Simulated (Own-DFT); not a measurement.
Simulation results for SiGe (diamond lattice with Si and Ge gathered in clusters, atoms displaced), SiGe$_{3}$ (diamond lattice with Si and Ge gathered in clusters, atoms displaced)

All values are calculated (Own-DFT development build). A calculation, not a measurement: plane-wave density functional theory by an unreviewed code, no spin, of a simulated periodic cell, stress positive in tension, run twice, with PBE and with PBEsol, both on files made for PBE, so the change isn't that of files made for PBEsol; forces on such cells passed a denser k mesh, this cell's mesh not checked; the far tail of each file's local potential was reset to the Coulomb form; each entry is a single point on an unrelaxed cell, so the pressure reflects the starting lattice, mostly measured values (interpolated for alloys), from which strain is counted, and rises with the displacements; printed positions are rounded, which can move forces by about a meV/angstrom; the program, named Own-DFT, is a retired in-house code; no spin-orbit coupling; stress was not checked against mesh or cutoff.

Settings shared by all entries: functional PBE, then PBEsol; potential files PseudoDojo norm-conserving, scalar-relativistic, standard set; wave cutoff 42 hartree; occupations Fermi-Dirac; smearing width 0.1 eV; k mesh 3 x 3 x 3 centred on Gamma.

(1) SiGe (diamond lattice with Si and Ge gathered in clusters, atoms displaced)

```
SiGe
1.0
     11.0890     0.0000     0.0000
      0.0000    11.0890     0.0000
      0.0000     0.0000    11.0890
Ge Si Ge Si Ge Si Ge Si Ge Si Ge Si Ge Si Ge Si Ge Si Ge Si Ge Si Ge Si Ge Si Ge Si Ge Si Ge
1 7 3 1 1 4 1 3 1 2 2 1 3 1 1 2 1 3 1 1 1 1 3 1 2 3 1 1 3 1 7
Direct
  0.00157 0.99823 0.99953
  0.99694 0.24744 0.24988
  0.24963 0.00154 0.24956
  0.24584 0.24584 0.00190
  0.12127 0.11964 0.12291
  0.12383 0.37320 0.37566
  0.37082 0.11575 0.37454
  0.37301 0.37366 0.12636
  0.00010 0.00165 0.50345
  0.00183 0.25136 0.74991
  0.24627 0.99793 0.74785
  0.25105 0.24957 0.50051
  0.12990 0.12114 0.62429
  0.12454 0.37518 0.87938
  0.37110 0.12553 0.87028
  0.37562 0.37700 0.62351
  0.00433 0.49757 0.99817
  0.00237 0.75457 0.24991
  0.24914 0.50500 0.25074
  0.25128 0.75263 0.00110
  0.12353 0.62400 0.11977
  0.12531 0.87410 0.37505
  0.37375 0.62821 0.37177
  0.37267 0.87810 0.12339
  0.99874 0.50094 0.49650
  0.99774 0.75206 0.75362
  0.25246 0.49840 0.75411
  0.24566 0.75169 0.50032
  0.12152 0.62405 0.62554
  0.12402 0.87523 0.87322
  0.37208 0.62954 0.87207
  0.37327 0.87448 0.62427
  0.49865 0.00114 0.99882
  0.50012 0.24932 0.24863
  0.75257 0.99583 0.25055
  0.75194 0.25212 0.00110
  0.62413 0.12821 0.12295
  0.62441 0.37897 0.37465
  0.87531 0.12254 0.38073
  0.87719 0.37900 0.12496
  0.50455 0.00177 0.50298
  0.49877 0.25055 0.74839
  0.75142 0.00025 0.75112
  0.74731 0.24973 0.50284
  0.62261 0.12361 0.63102
  0.62028 0.37834 0.87584
  0.87608 0.12640 0.87516
  0.87358 0.37439 0.62339
  0.49660 0.49951 0.00333
  0.50280 0.74888 0.24894
  0.75194 0.49629 0.24516
  0.74297 0.75210 0.99973
  0.62297 0.62476 0.12516
  0.62767 0.87872 0.37592
  0.87768 0.62713 0.37222
  0.87466 0.87323 0.12288
  0.49813 0.50430 0.49830
  0.49729 0.75176 0.75301
  0.74749 0.49889 0.74661
  0.74656 0.75449 0.50037
  0.62307 0.62390 0.62351
  0.62587 0.87424 0.87304
  0.87709 0.62493 0.87397
  0.87740 0.87371 0.62859
```

The calculation gives: PBE pressure 2.91 GPa; PBE stress xx -2.92 GPa; PBE stress yy -2.88 GPa; PBE stress zz -2.94 GPa; PBE stress yz 0.02 GPa; PBE stress xz -0.27 GPa; PBE stress xy -0.21 GPa; PBEsol pressure 0.62 GPa; PBEsol stress xx -0.63 GPa; PBEsol stress yy -0.59 GPa; PBEsol stress zz -0.65 GPa; PBEsol stress yz -0.01 GPa; PBEsol stress xz -0.25 GPa; PBEsol stress xy -0.21 GPa; rms change of force components from PBE to PBEsol 0.045 eV/Å.

Force:
```tsv
force element	PBE force x (eV/Å)	PBE force y (eV/Å)	PBE force z (eV/Å)	PBEsol force x (eV/Å)	PBEsol force y (eV/Å)	PBEsol force z (eV/Å)
Ge	-0.31	0.175	-0.016	-0.342	0.125	-0.065
Si	0.447	0.294	-0.158	0.392	0.244	-0.112
Si	-0.229	-0.328	-0.444	-0.279	-0.374	-0.4
Si	0.33	0.226	-0.079	0.325	0.215	-0.076
Si	0.469	0.819	0.791	0.405	0.751	0.734
Si	0.418	-0.15	-0.523	0.365	-0.107	-0.473
Si	0.585	1.435	0.039	0.624	1.373	0.094
Si	-0.23	-0.01	0.072	-0.233	-0.012	0.071
Ge	0.24	-0.54	-0.159	0.229	-0.525	-0.15
Ge	0.384	0.127	0.019	0.329	0.079	-0.015
Ge	0.915	0.133	0.569	0.84	0.094	0.509
Si	0.29	0.133	-0.488	0.246	0.083	-0.432
Ge	-0.332	1.208	-0.23	-0.364	1.118	-0.187
Si	0.649	-0.184	-0.27	0.599	-0.228	-0.319
Si	0.344	0.174	0.606	0.295	0.122	0.547
Si	0.028	-0.119	0.009	0.03	-0.115	0.006
Si	-0.431	0.229	0.338	-0.48	0.27	0.289
Ge	0.126	-0.913	-0.773	0.084	-0.85	-0.704
Si	-0.171	-0.63	-0.23	-0.176	-0.617	-0.222
Si	-0.119	-0.407	-0.088	-0.162	-0.354	-0.128
Si	0.487	0.203	0.347	0.435	0.247	0.379
Ge	0.177	1.014	-0.208	0.131	0.943	-0.161
Si	0.213	-0.086	0.133	0.17	-0.035	0.178
Si	0.504	-0.215	0.315	0.5	-0.212	0.316
Ge	0.22	-0.523	0.042	0.173	-0.459	0.08
Ge	0.452	-0.477	-0.316	0.431	-0.455	-0.31
Si	-0.263	-0.044	-0.201	-0.301	-0.01	-0.24
Ge	0.711	-0.76	-0.178	0.647	-0.696	-0.138
Ge	0.511	-0.35	0.566	0.456	-0.297	0.511
Ge	0.532	-0.397	0.668	0.47	-0.349	0.603
Si	0.009	-0.722	1.03	0.058	-0.658	0.965
Ge	0.269	0.093	-0.102	0.256	0.091	-0.093
Si	-0.194	0.406	-0.038	-0.148	0.355	-0.083
Si	-0.293	-0.059	0.454	-0.289	-0.063	0.461
Ge	-0.302	1.174	-0.607	-0.261	1.098	-0.542
Si	-0.473	0.428	-0.015	-0.416	0.383	-0.061
Si	0.106	-0.212	0.036	0.148	-0.256	0.068
Si	-0.263	-0.234	-0.279	-0.217	-0.266	-0.228
Ge	-0.183	0.561	-0.781	-0.207	0.5	-0.715
Si	0.147	-0.683	-0.261	0.155	-0.674	-0.263
Ge	-1.003	-0.112	-0.483	-0.93	-0.146	-0.429
Si	-0.461	0.512	0.587	-0.405	0.458	0.529
Ge	0.111	-0.046	0.067	0.109	-0.051	0.062
Ge	-0.482	0.166	-0.504	-0.421	0.122	-0.445
Ge	0.172	0.653	-0.003	0.212	0.583	-0.046
Si	0.143	-0.561	0.275	0.188	-0.515	0.225
Ge	-0.214	0.331	0.426	-0.172	0.277	0.369
Ge	0.3	0.09	0.06	0.284	0.087	0.057
Si	-0.248	0.327	-0.406	-0.25	0.331	-0.402
Si	-0.577	0.358	-0.076	-0.527	0.408	-0.034
Si	-0.448	0.603	0.352	-0.403	0.638	0.39
Ge	0.602	-0.952	0.299	0.623	-0.876	0.244
Si	-0.038	-0.557	0.193	0.014	-0.505	0.148
Ge	-0.857	-0.578	-0.513	-0.781	-0.53	-0.453
Ge	-0.963	-0.131	-0.267	-0.895	-0.092	-0.221
Ge	-0.032	-0.012	-0.073	-0.03	-0.007	-0.064
Si	-0.36	-0.435	-0.453	-0.309	-0.38	-0.395
Ge	0.018	-0.477	-0.423	0.064	-0.418	-0.451
Ge	-0.037	-0.143	0.711	0.002	-0.097	0.646
Ge	0.669	-0.675	0.092	0.65	-0.646	0.092
Ge	-0.375	0.306	-0.047	-0.316	0.339	-0.008
Ge	-0.701	0.811	0.366	-0.638	0.749	0.318
Ge	-0.54	-0.52	0.685	-0.553	-0.458	0.616
Ge	-0.447	0.254	-0.459	-0.435	0.251	-0.442
```

(2) SiGe$_{3}$ (diamond lattice with Si and Ge gathered in clusters, atoms displaced)

```
SiGe3
1.0
     11.2025     0.0000     0.0000
      0.0000    11.2025     0.0000
      0.0000     0.0000    11.2025
Ge Si Ge Si Ge Si Ge Si Ge Si Ge Si
12 1 23 3 1 8 5 1 6 2 1 1
Direct
  0.99951 0.99957 0.99865
  0.99904 0.25073 0.25164
  0.24626 0.00162 0.25170
  0.24887 0.25601 0.99772
  0.11929 0.12778 0.12593
  0.12437 0.37402 0.37218
  0.37716 0.12156 0.37083
  0.37615 0.37049 0.12329
  0.99614 0.00102 0.49460
  0.99372 0.25211 0.74947
  0.25232 0.99786 0.74219
  0.25152 0.25328 0.49617
  0.12738 0.12111 0.61988
  0.12449 0.37333 0.88040
  0.37256 0.12535 0.87529
  0.36975 0.37593 0.62793
  0.99813 0.49879 0.99660
  0.99920 0.75211 0.24540
  0.25218 0.49899 0.25318
  0.24807 0.74873 0.00085
  0.12515 0.62325 0.12303
  0.12420 0.87323 0.37543
  0.37268 0.62457 0.37782
  0.37669 0.87563 0.12043
  0.99704 0.49709 0.50191
  0.00287 0.75033 0.74932
  0.25317 0.49928 0.74746
  0.25247 0.74964 0.49964
  0.12086 0.61999 0.62602
  0.12405 0.87524 0.86856
  0.37410 0.62688 0.87567
  0.38039 0.87648 0.61988
  0.49536 0.00270 0.99913
  0.49549 0.25265 0.25311
  0.75489 0.99761 0.25107
  0.74972 0.25067 0.00104
  0.62646 0.12101 0.12619
  0.62484 0.37459 0.37494
  0.87307 0.12396 0.37197
  0.87749 0.37513 0.12884
  0.49738 0.00239 0.49734
  0.50025 0.25219 0.75166
  0.75314 0.00335 0.75000
  0.74762 0.24783 0.49864
  0.62323 0.12611 0.62759
  0.62490 0.37377 0.87563
  0.87368 0.12547 0.87437
  0.88166 0.37585 0.62990
  0.50027 0.50417 0.99971
  0.50020 0.74994 0.25236
  0.75046 0.50006 0.25134
  0.74862 0.75024 0.00032
  0.62604 0.62414 0.12497
  0.62444 0.87440 0.37202
  0.87517 0.62778 0.37542
  0.87922 0.87989 0.12669
  0.49953 0.49944 0.50293
  0.49946 0.75385 0.74788
  0.74575 0.49780 0.74967
  0.75187 0.75185 0.49758
  0.62667 0.62414 0.62096
  0.62530 0.87571 0.87595
  0.87444 0.62723 0.87408
  0.87754 0.87838 0.62316
```

Results for SiGe$_{3}$ (diamond lattice with Si and Ge gathered in clusters, atoms displaced): PBE pressure 3.37 GPa; PBE stress xx -3.33 GPa; PBE stress yy -3.4 GPa; PBE stress zz -3.37 GPa; PBE stress yz 0.2 GPa; PBE stress xz -0.35 GPa; PBE stress xy 0.12 GPa; PBEsol pressure 0.66 GPa; PBEsol stress xx -0.62 GPa; PBEsol stress yy -0.69 GPa; PBEsol stress zz -0.66 GPa; PBEsol stress yz 0.2 GPa; PBEsol stress xz -0.33 GPa; PBEsol stress xy 0.12 GPa; rms change of force components from PBE to PBEsol 0.039 eV/Å.

Force:
```tsv
force element	PBE force x (eV/Å)	PBE force y (eV/Å)	PBE force z (eV/Å)	PBEsol force x (eV/Å)	PBEsol force y (eV/Å)	PBEsol force z (eV/Å)
Ge	0.02	0.524	-0.655	0.047	0.476	-0.591
Ge	-0.429	-0.445	0.3	-0.376	-0.393	0.246
Ge	0.133	-0.365	-0.655	0.128	-0.349	-0.628
Ge	0.021	-1.225	0.614	0.015	-1.181	0.595
Ge	0.722	-0.063	-0.37	0.7	-0.062	-0.351
Ge	-0.086	0.308	0.444	-0.073	0.297	0.428
Ge	-0.317	0.249	0.681	-0.352	0.288	0.615
Ge	-0.036	0.952	0.064	-0.042	0.921	0.068
Ge	0.237	0.219	0.491	0.274	0.172	0.439
Ge	1.217	-1.124	0.164	1.226	-1.063	0.201
Ge	-0.281	0.446	0.227	-0.241	0.392	0.256
Ge	-0.25	-0.94	0.355	-0.22	-0.874	0.313
Si	-0.52	0.745	0.082	-0.504	0.726	0.077
Ge	-0.249	0.498	-1.405	-0.238	0.484	-1.352
Ge	0.044	0.466	-0.687	0.014	0.418	-0.627
Ge	1.172	-0.729	-0.27	1.095	-0.662	-0.296
Ge	-0.048	0.281	0.466	-0.038	0.27	0.456
Ge	0.426	-0.476	0.392	0.413	-0.454	0.382
Ge	-0.154	-0.01	-0.71	-0.158	-0.011	-0.685
Ge	-0.059	0.408	-0.334	-0.054	0.391	-0.327
Ge	-0.125	-0.238	0.294	-0.12	-0.222	0.28
Ge	-0.005	-0.039	-0.049	-0.003	-0.031	-0.054
Ge	0.572	-0.08	-0.17	0.549	-0.079	-0.162
Ge	-0.502	-0.122	0.801	-0.489	-0.119	0.771
Ge	0.013	-0.059	-0.362	0.057	-0.012	-0.384
Ge	-0.885	0.126	-0.559	-0.82	0.089	-0.507
Ge	-0.904	0.293	1.004	-0.877	0.281	0.966
Ge	-0.697	-0.046	0.479	-0.672	-0.044	0.456
Ge	0.694	0.446	-0.28	0.677	0.43	-0.266
Ge	0.542	0.192	0.65	0.525	0.172	0.631
Ge	0.066	0.087	-0.389	0.06	0.082	-0.373
Ge	-0.149	0.029	-0.215	-0.193	-0.017	-0.163
Ge	1.273	-0.106	-0.071	1.158	-0.109	-0.066
Ge	1.479	-0.539	-0.432	1.36	-0.532	-0.429
Ge	-0.972	0.414	0.108	-0.901	0.361	0.057
Ge	-0.189	-0.411	-0.033	-0.147	-0.366	0.005
Si	-0.292	0.496	0.145	-0.287	0.485	0.141
Si	0.1	-0.093	0.401	0.052	-0.048	0.35
Si	-0.275	0.673	0.56	-0.224	0.615	0.503
Ge	-0.375	0.126	-0.46	-0.36	0.123	-0.445
Si	1.306	-0.064	0.02	1.201	-0.062	0.016
Si	0.155	-0.166	-0.039	0.065	-0.161	-0.039
Si	-0.402	-0.425	-0.029	-0.398	-0.423	-0.03
Si	0.401	0.246	0.355	0.402	0.247	0.354
Si	0.032	-0.075	-0.29	0.023	-0.079	-0.283
Si	-0.401	-0.016	-0.025	-0.348	0.032	0.025
Si	-0.222	-0.081	-0.004	-0.168	-0.03	0.046
Si	-1.767	-0.17	-0.941	-1.693	-0.131	-0.886
Ge	0.199	-0.826	-0.268	0.165	-0.764	-0.227
Ge	-0.018	0.092	-0.22	-0.049	0.051	-0.253
Ge	-0.265	-0.225	0.279	-0.222	-0.18	0.231
Ge	0.131	0.594	0.018	0.159	0.533	0.053
Ge	-0.044	0.186	0.302	-0.043	0.18	0.29
Si	-0.085	0.493	0.657	-0.045	0.439	0.603
Ge	0.207	-0.26	-0.198	0.195	-0.251	-0.194
Ge	-0.603	-0.636	-0.652	-0.578	-0.62	-0.624
Ge	0.421	-0.148	-0.21	0.334	-0.138	-0.208
Ge	0.938	-0.517	0.161	0.84	-0.502	0.15
Ge	0.278	0.027	-0.276	0.308	0.063	-0.237
Ge	-0.5	0.429	0.6	-0.446	0.374	0.541
Si	-0.127	0.358	0.38	-0.128	0.349	0.371
Si	0.164	0.541	-0.435	0.119	0.49	-0.387
Ge	-0.262	-0.174	-0.218	-0.248	-0.173	-0.204
Si	-0.465	-0.048	0.417	-0.409	-0.091	0.365
```
